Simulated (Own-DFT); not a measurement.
# One host, several defects: C11b WSi2

Calculated, not measured: single-point runs of Own-DFT, a retired in-house plane-wave DFT program that no person has reviewed, on unrelaxed cells, without spin or spin-orbit coupling.

Method: PBE; PseudoDojo norm-conserving scalar-relativistic files; cutoff 50 hartree; 5 x 5 x 5 k mesh centred on Gamma; cold (Marzari-Vanderbilt) smearing of 0.2 eV.

Caveats: forces on such cells failed a check on a denser k mesh; stress not checked against mesh or cutoff.

All runs share one cell, with vectors in Å (-2.148, -5.953, 3.409); (-6.444, 2.976, 1.136); (-2.553, -2.948, -6.757) and a volume of 403.2 Å³. The atoms are randomly displaced, by u rms on each axis. The defect's site can differ from row to row.

```
              cell  formula   u (Å)  P (GPa)
         no defect  Si20W10  0.0212     4.69
         no defect  Si20W10  0.0449     5.71
         no defect  Si20W10  0.0505     5.76
one Si on a W site   Si21W9  0.0280     6.02
one Si on a W site   Si21W9  0.0315     6.32
one Si on a W site   Si21W9  0.0491     7.07
one Si on a W site   Si21W9  0.0516        ?
    one Si vacancy  Si19W10  0.0270     3.04
    one Si vacancy  Si19W10  0.0472     4.00
    one Si vacancy  Si19W10  0.0520     5.04
     one W vacancy   Si20W9  0.0285     3.47
     one W vacancy   Si20W9  0.0291     3.17
     one W vacancy   Si20W9  0.0503     4.79
one W on a Si site  Si19W11  0.0312     9.55
one W on a Si site  Si19W11  0.0493    10.73
one W on a Si site  Si19W11  0.0513    11.06
```

## Analysis

P = P0 + c u² + a shift for each defect gives P0 = 4.13 GPa, c = 755 ± 80 GPa/Å² and a scatter of 0.25 GPa. The shifts, and each times the cell's volume:

- one W on a Si site: 4.81 ± 0.20 GPa, 12.1 eV
- one Si on a W site: 1.29 ± 0.20 GPa, 3.2 eV
- one W vacancy: -1.37 ± 0.20 GPa, -3.4 eV
- one Si vacancy: -1.52 ± 0.20 GPa, -3.8 eV

A positive shift means that the defect pushes the cell outwards. Shift times volume (160.2 GPa Å³ is 1 eV) depends little on the cell's size, so, taken for each site, it can be compared between cells at like pressure. The atoms around the defects weren't relaxed, which would change these numbers.

## Test on the hidden row

Asked: what pressure belongs in the blank (one Si on a W site, u = 0.0516 Å)?

Estimate: 7.43 ± 0.30 GPa. The run itself gave 7.65 GPa.
